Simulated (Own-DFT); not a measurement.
# Point defects and the pressure they add: C11b WSi2

Source: density functional calculations with Own-DFT, an unreviewed in-house program that is no longer used. Nothing was measured or relaxed, and spin and spin-orbit coupling are left out.

Common settings: PBE; PseudoDojo norm-conserving scalar-relativistic files; cutoff 50 hartree; 5 x 5 x 5 k mesh centred on Gamma; cold (Marzari-Vanderbilt) smearing of 0.2 eV.

Limits: forces on such cells failed a check on a denser k mesh; stress not checked against mesh or cutoff.

All runs share one cell, with vectors in Å (-2.148, -5.953, 3.409); (-6.444, 2.976, 1.136); (-2.553, -2.948, -6.757) and a volume of 403.2 Å³. Atoms were moved at random from their sites; u is the rms move along one axis. The defect's site can differ from row to row.

| cell | formula | u (Å) | P (GPa) |
|---|---|---|---|
| no defect | Si20W10 | 0.0189 | 4.43 |
| no defect | Si20W10 | 0.0194 | 4.34 |
| no defect | Si20W10 | 0.0474 | 6.01 |
| one Si vacancy | Si19W10 | 0.0278 | 3.15 |
| one Si vacancy | Si19W10 | 0.0334 | 3.56 |
| one Si vacancy | Si19W10 | 0.0410 | 3.54 |
| one Si vacancy | Si19W10 | 0.0465 | ? |
| one W on a Si site | Si19W11 | 0.0254 | 9.81 |
| one W on a Si site | Si19W11 | 0.0326 | 10.07 |
| one W on a Si site | Si19W11 | 0.0502 | 10.16 |
| one Si on a W site | Si21W9 | 0.0305 | 6.05 |
| one Si on a W site | Si21W9 | 0.0314 | 6.47 |
| one Si on a W site | Si21W9 | 0.0501 | 7.00 |

## Fit

P = P0 + c u² + a shift for each defect gives P0 = 4.41 GPa, c = 518 ± 125 GPa/Å² and a scatter of 0.31 GPa. The shifts, and each times the cell's volume:

- one W on a Si site: 4.87 ± 0.26 GPa, 12.3 eV
- one Si on a W site: 1.33 ± 0.26 GPa, 3.3 eV
- one Si vacancy: -1.61 ± 0.26 GPa, -4.1 eV

Positive is outwards. The product with the volume (160.2 GPa Å³ to the eV) is nearly free of the cell's size; divided by the bulk modulus at the cell's pressure it gives the volume that the defect adds. The atoms around the defects weren't relaxed, which would change these numbers.

## Test on the hidden row

Question: what pressure belongs in the blank (one Si vacancy, u = 0.0465 Å)?

From the fit: 3.92 ± 0.38 GPa. The run itself gave 4.19 GPa.
